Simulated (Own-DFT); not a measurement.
# What a defect does to the pressure of its cell: D0_22 TiAl3

No measurement is shown. These are fixed-geometry runs of a retired plane-wave code named Own-DFT, which no person has reviewed; spin and spin-orbit coupling are neglected.

Method: PBE; PseudoDojo norm-conserving scalar-relativistic files; cutoff 42 hartree; 4 x 4 x 4 k mesh centred on Gamma; cold (Marzari-Vanderbilt) smearing of 0.2 eV.

Limits: forces on such cells failed a check on a denser k mesh; stress not checked against mesh or cutoff.

All runs share one cell, with vectors in Å (-2.365, -6.981, 4.326); (-7.667, 3.491, 1.442); (-2.950, -3.488, -7.241) and a volume of 625.4 Å³. u is the rms random offset of the atoms per axis. The defect's site can differ from row to row.

```
                     cell   formula   u (Å)  P (GPa)
                no defect  Al30Ti10  0.0202     1.99
                no defect  Al30Ti10  0.0202     1.97
                no defect  Al30Ti10  0.0548     2.94
two Ti on an Al site each  Al28Ti12  0.0281     3.09
two Ti on an Al site each  Al28Ti12  0.0458     3.66
two Ti on an Al site each  Al28Ti12  0.0486     3.74
         two Al vacancies  Al28Ti10  0.0283     1.27
         two Al vacancies  Al28Ti10  0.0434     1.42
         two Al vacancies  Al28Ti10  0.0443     1.45
 two Al on a Ti site each   Al32Ti8  0.0288     2.88
 two Al on a Ti site each   Al32Ti8  0.0301        ?
 two Al on a Ti site each   Al32Ti8  0.0513     3.37
 two Al on a Ti site each   Al32Ti8  0.0529     3.45
```

## What the rows give

P = P0 + c u² + a shift for each defect gives P0 = 1.88 GPa, c = 334 ± 29 GPa/Å² and a scatter of 0.09 GPa. The shifts, and each times the cell's volume:

- two Ti on an Al site each: 1.04 ± 0.07 GPa, 4.0 eV (2.0 eV for each of its 2 sites)
- two Al on a Ti site each: 0.66 ± 0.07 GPa, 2.6 eV (1.3 eV for each of its 2 sites)
- two Al vacancies: -1.02 ± 0.07 GPa, -4.0 eV (-2.0 eV for each of its 2 sites)

Against the defect-free cell, a freed cell would be larger where the shift is positive and smaller where it is negative (160.2 GPa Å³ is 1 eV). The atoms around the defects weren't relaxed, which would change these numbers.

## Withheld run

The question: what pressure belongs in the blank (two Al on a Ti site each, u = 0.0301 Å)?

The fit gives 2.84 ± 0.11 GPa. The calculation gave 2.89 GPa.
